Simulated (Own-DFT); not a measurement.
# Which arrangement is lower? C36Si36, 72 atoms

Everything here is calculated. The program is Own-DFT (plane waves, in-house, since retired, never reviewed by a person); positions were held fixed, and spin and spin-orbit coupling were off.

All runs used: PBE; PseudoDojo norm-conserving scalar-relativistic files; cutoff 42 hartree; 4 x 4 x 3 k mesh centred on Gamma; Fermi-Dirac smearing of 0.1 eV.

Caveats: forces on such cells passed a denser k mesh, each cell not checked; stress not checked against mesh or cutoff.

All cells hold the same atoms in the same cell, with vectors in Å (9.248, 0.000, 0.000); (-4.624, 8.009, 0.000); (0.000, 0.000, 10.068). Every atom was moved at random from its ideal site; u is the rms move along one axis. Free energies are per cell, over the lowest run. The arrangements:

- A: 2H SiC
- B: 4H SiC

| arrangement | u (Å) | E (eV) | P (GPa) |
|---|---|---|---|
| A | 0.0286 | 0.041 | 3.88 |
| A | 0.0301 | 0.115 | 3.78 |
| A | 0.0315 | 0.401 | 3.97 |
| A | 0.0591 | 7.453 | 6.30 |
| A | 0.0591 | 6.574 | 5.99 |
| A | 0.0603 | 7.479 | 6.38 |
| B | 0.0314 | 0.000 | 3.80 |
| B | 0.0318 | 0.389 | 3.95 |
| B | 0.0319 | 0.247 | 3.89 |
| B | 0.0596 | 6.929 | 5.82 |
| B | 0.0623 | 7.624 | 6.16 |
| B | 0.0656 | 9.101 | 6.80 |

Q: what order do the arrangements take when the shaking is discounted?

## Answer

Fit E = a + b u², with one b for all and one a for each arrangement, and with residuals divided by u², since the noise grows with the moves. Then b = 2640 eV/Å², the scatter at u = 0.04 Å is 0.17 eV, and against A:

- B: -0.25 ± 0.08 eV (lower)

The cells share one lattice and weren't relaxed, which can shift such small differences either way.
